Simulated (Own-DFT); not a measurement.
# A layer strained by its substrate: wurtzite AlGaN with randomly placed atoms, 72 atoms (Al27Ga9N36)

The numbers are computed, not measured, by runs of the plane-wave DFT program Own-DFT (in-house, retired, unreviewed) at fixed positions, with no spin and no spin-orbit coupling.

Method: PBE; PseudoDojo norm-conserving scalar-relativistic files (stringent for Ga); cutoff 96 hartree; 4 x 4 x 3 k mesh centred on Gamma; Gaussian smearing of 0.01 eV.

Known weak points: forces on such cells passed a denser k mesh, each cell not checked; stress not checked against mesh or cutoff.

Unstrained cell vectors in Å: (9.394, 0.000, 0.000); (-4.697, 8.135, 0.000); (0.000, 0.000, 10.066). The unstrained cell has measured lattice constants (interpolated for alloys), not those of this functional. That, the random moves and any unrelaxed bonds set the pressure at no strain. Each run strains x and y alike by e, as a substrate would, and holds the height along z. All atoms carry random offsets, Gaussian with a width of 0.05 Å per axis. The random placing of the alloy's atoms differs from row to row. Stress is positive in tension.

```
e (%)  u (Å)  (s_xx + s_yy)/2 (GPa)  s_zz (GPa)
-3.00  0.053                 -27.04      -11.73
-1.75  0.046                      ?           ?
-1.50  0.055                 -15.34      -10.05
-1.00  0.052                 -12.38       -8.12
 1.75  0.053                   2.20       -3.87
 2.00  0.052                   3.73       -3.77
 2.25  0.051                   5.02       -4.09
 2.50  0.052                   6.00       -2.29
 2.75  0.053                   6.49       -1.22
 3.00  0.051                   7.84       -1.33
```

## Fit

With e as a fraction, the in-plane stress is -6.2 + 575 e - 3792 e² GPa (errors 5 and 390, scatter 0.31), and s_zz is -6.8 + 173 e GPa (slope ± 11, scatter 0.66). At e = 0 the first slope is C11 + C12 and the second 2 C13, both with the ions held to the strained lattice and at the cell's own pressure. The term in e² is negative: the layer stiffens under compression and softens under tension. A free layer would change its height as e changes, and the in-plane slope would drop by 2 C13²/C33 to the biaxial modulus. At fixed height, a misfit of 1 % moves the in-plane stress by about 5.8 GPa and s_zz by 1.7 GPa.

## The run left out

Asked: what are the two stresses at e = -1.75 %?

The fit gives -17.4 and -9.9 GPa. The calculation gave -17.40 and -7.32 GPa. That is outside the usual scatter, by luck or through something left out of the fit.
